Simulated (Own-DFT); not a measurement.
# One host, several defects: C40 NbSi2

No measurement is shown. These are fixed-geometry runs of a retired plane-wave code named Own-DFT, which no person has reviewed; spin and spin-orbit coupling are neglected.

Method: PBE; PseudoDojo norm-conserving scalar-relativistic files; cutoff 42 hartree; 4 x 4 x 5 k mesh centred on Gamma; cold (Marzari-Vanderbilt) smearing of 0.2 eV.

Limits: forces on such cells failed a check on a denser k mesh; stress not checked against mesh or cutoff.

All runs share one cell, with vectors in Å (0.000, 8.324, 0.000); (-9.613, 0.000, 0.000); (0.000, 0.000, 6.586) and a volume of 527.0 Å³. Atoms were moved at random from their sites; u is the rms move along one axis. The defect's site can differ from row to row.

| cell | formula | u (Å) | P (GPa) |
|---|---|---|---|
| no defect | Nb12Si24 | 0.0195 | 1.48 |
| no defect | Nb12Si24 | 0.0204 | 1.53 |
| no defect | Nb12Si24 | 0.0551 | 2.71 |
| two Si on a Nb site each | Nb10Si26 | 0.0276 | 1.47 |
| two Si on a Nb site each | Nb10Si26 | 0.0502 | 2.29 |
| two Si on a Nb site each | Nb10Si26 | 0.0507 | 2.28 |
| two Nb on a Si site each | Nb14Si22 | 0.0294 | 7.54 |
| two Nb on a Si site each | Nb14Si22 | 0.0539 | 8.69 |
| two Nb on a Si site each | Nb14Si22 | 0.0550 | 8.71 |
| two Nb vacancies | Nb10Si24 | 0.0287 | -0.19 |
| two Nb vacancies | Nb10Si24 | 0.0292 | -0.03 |
| two Nb vacancies | Nb10Si24 | 0.0513 | 0.84 |
| one Si vacancy | Nb12Si23 | 0.0318 | ? |
| one Si vacancy | Nb12Si23 | 0.0321 | 1.24 |
| one Si vacancy | Nb12Si23 | 0.0488 | 2.17 |
| one Si vacancy | Nb12Si23 | 0.0521 | 2.12 |

## Fit

P = P0 + c u² + a shift for each defect gives P0 = 1.27 GPa, c = 504 ± 25 GPa/Å² and a scatter of 0.09 GPa. The shifts, and each times the cell's volume:

- two Nb on a Si site each: 5.91 ± 0.08 GPa, 19.4 eV (9.7 eV for each of its 2 sites)
- two Si on a Nb site each: -0.23 ± 0.08 GPa, -0.8 eV (-0.4 eV for each of its 2 sites)
- one Si vacancy: -0.45 ± 0.08 GPa, -1.5 eV
- two Nb vacancies: -1.78 ± 0.07 GPa, -5.9 eV (-2.9 eV for each of its 2 sites)

A positive shift means that the defect pushes the cell outwards. Shift times volume (160.2 GPa Å³ is 1 eV) depends little on the cell's size, so, taken for each site, it can be compared between cells at like pressure. The atoms around the defects weren't relaxed, which would change these numbers.

## Check

Q: what pressure belongs in the blank (one Si vacancy, u = 0.0318 Å)?

The fitted form gives 1.33 ± 0.11 GPa. DFT gave 1.27 GPa.
